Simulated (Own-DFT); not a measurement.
Simulation results for GaP (zincblende, atoms displaced)

Computed with Own-DFT development build. A calculation, not a measurement: plane-wave PBE density functional theory by an unreviewed code, no spin, of a simulated periodic cell, stress positive in tension, free energy of the whole cell less one offset for each atom, forces on such cells passed a denser k mesh, this cell's mesh not checked; offsets are fitted by least squares, one for each functional and potential file, so energies compare only between cells with the same atoms and settings and are not formation energies; the far tail of each file's local potential was reset to the Coulomb form; each entry is a single point on an unrelaxed cell, so the pressure reflects the starting lattice, mostly measured values (interpolated for alloys), from which strain is counted, and rises with the displacements; printed positions are rounded, which can move forces by about a meV/angstrom; the program, named Own-DFT, is a retired in-house code; no spin-orbit coupling.

GaP (zincblende, atoms displaced)

```xyz
64
Lattice="10.9010 0.0000 0.0000 0.0000 10.9010 0.0000 0.0000 0.0000 10.9010" Properties=species:S:1:pos:R:3 GaP
Ga    10.8118     0.0068    10.8255
Ga     0.0905     2.7483     2.7029
Ga     2.8573    10.8603     2.6938
Ga     2.7480     2.6641     0.0451
P      1.4765     1.3774     1.2974
P      1.3511     4.0152     4.1107
P      4.0357     1.3870     4.1923
P      4.1336     4.0894     1.4811
Ga    10.8833     0.0026     5.5045
Ga     0.0813     2.7225     8.1884
Ga     2.7087     0.0829     8.2003
Ga     2.7711     2.6941     5.5099
P      1.4192     1.3786     6.7521
P      1.3801     4.0852     9.6876
P      4.0256     1.3999     9.5902
P      3.9390     4.0951     6.8322
Ga    10.8685     5.3180     0.0391
Ga     0.0289     8.1913     2.7275
Ga     2.7437     5.4710     2.7767
Ga     2.6802     8.2267     0.0149
P      1.4436     6.8704     1.3759
P      1.3486     9.5763     4.0054
P      4.0576     6.8272     4.0964
P      4.1070     9.5458     1.3342
Ga     0.0262     5.3953     5.3971
Ga    10.8548     8.1335     8.1948
Ga     2.7046     5.3966     8.0876
Ga     2.7837     8.2455     5.4588
P      1.3774     6.8754     6.8688
P      1.4364     9.5830     9.4759
P      4.1138     6.7566     9.5262
P      4.1479     9.4566     6.9255
Ga     5.5231    10.8964    10.8648
Ga     5.5097     2.7821     2.6755
Ga     8.3011     0.0653     2.7419
Ga     8.1695     2.8343    10.8830
P      6.7497     1.3993     1.4044
P      6.8868     4.0965     4.2263
P      9.5551     1.3201     4.0858
P      9.5721     4.0152     1.4657
Ga     5.4970     0.0500     5.4872
Ga     5.4658     2.7814     8.1417
Ga     8.1010    10.8806     8.1606
Ga     8.1744     2.7864     5.4766
P      6.8740     1.3018     6.8082
P      6.8540     4.1302     9.5649
P      9.5968     1.3467     9.5274
P      9.5053     4.1454     6.7925
Ga     5.5143     5.4081     0.0551
Ga     5.4837     8.2211     2.6424
Ga     8.1463     5.4109     2.7204
Ga     8.1979     8.1551    10.8863
P      6.8521     6.8214     1.2547
P      6.8362     9.5212     4.0423
P      9.5056     6.8446     4.0992
P      9.5138     9.4477     1.3286
Ga     5.4876     5.4801     5.4148
Ga     5.4009     8.1364     8.1997
Ga     8.1739     5.3639     8.1779
Ga     8.2275     8.2380     5.5994
P      6.8471     6.8604     6.7753
P      6.9001     9.6048     9.4993
P      9.5435     6.8573     9.4808
P      9.6615     9.5356     6.7982
```

- functional: PBE
- potential files: PseudoDojo norm-conserving, scalar-relativistic, standard set
- wave cutoff: 42 hartree
- occupations: Fermi-Dirac
- smearing width: 0.1 eV
- k mesh: 3 x 3 x 3 centred on Gamma
- free energy of cell above offsets: -32.594 eV
- pressure: 3.41 GPa
- stress xx: -3.38 GPa
- stress yy: -3.44 GPa
- stress zz: -3.41 GPa
- stress yz: 0.13 GPa
- stress xz: 0.13 GPa
- stress xy: 0.12 GPa

Force:
```csv
element,x (eV/Å),y (eV/Å),z (eV/Å)
Ga,1.312,-0.8,0.9
Ga,0.082,-1.411,0.198
Ga,-0.897,0.797,0.504
Ga,0.571,1.46,0.055
P,-1.477,-1.25,1.153
P,0.851,0.524,0.061
P,1.315,-0.35,-1.199
P,-0.575,0.362,-1.144
Ga,0.837,0.261,-1.048
Ga,-0.277,0.325,-0.062
Ga,0.622,-0.452,-0.542
Ga,-0.683,0.416,-0.724
P,-0.787,-0.282,0.76
P,0.515,-0.259,-1.51
P,1.532,-0.205,-0.767
P,2.49,-0.213,-0.716
Ga,-0.053,1.722,0.301
Ga,-0.32,-0.524,-0.034
Ga,-0.398,-0.16,-0.051
Ga,0.712,-0.277,-0.725
P,-1.033,-1.029,-0.014
P,0.537,0.228,0.924
P,0.857,0.302,-0.16
P,0.604,-0.13,-0.607
Ga,-0.173,1.124,0.364
Ga,1.186,0.728,-0.032
Ga,-0.879,1.14,1.813
Ga,-0.635,-0.051,0.002
P,-0.149,-0.664,-1.051
P,-1.291,-0.407,0.51
P,-0.455,-0.18,0.597
P,-0.674,1.884,-1.05
Ga,-0.558,0.321,0.104
Ga,-0.226,-0.319,1.932
Ga,-1.324,-1.028,-0.767
Ga,0.47,-1.438,0.477
P,1.422,-0.394,-0.695
P,-1.077,0.107,-1.721
P,0.671,1.389,0.618
P,-0.73,0.591,-0.606
Ga,-0.559,-1.096,-0.449
Ga,-0.309,-0.518,0.315
Ga,2.042,0.376,-0.236
Ga,0.826,-1.325,0.288
P,-0.458,1.463,0.003
P,-0.697,-0.378,-0.487
P,-1.412,0.889,-0.658
P,1.105,-0.894,0.39
Ga,-0.995,0.256,-0.33
Ga,-0.058,-0.667,0.48
Ga,0.31,0.688,0.305
Ga,-0.009,0.238,-0.733
P,-0.172,-0.262,1.198
P,0.36,0.524,0.586
P,0.279,-0.191,-0.06
P,0.555,1.14,0.32
Ga,-0.72,0.248,0.54
Ga,1.256,-0.408,0.549
Ga,-0.027,1.518,-0.249
Ga,-0.189,-0.128,-1.606
P,-0.431,-0.693,1.035
P,-1.161,-1.489,0.703
P,-0.364,-1.455,0.963
P,-1.086,0.306,1.087
```
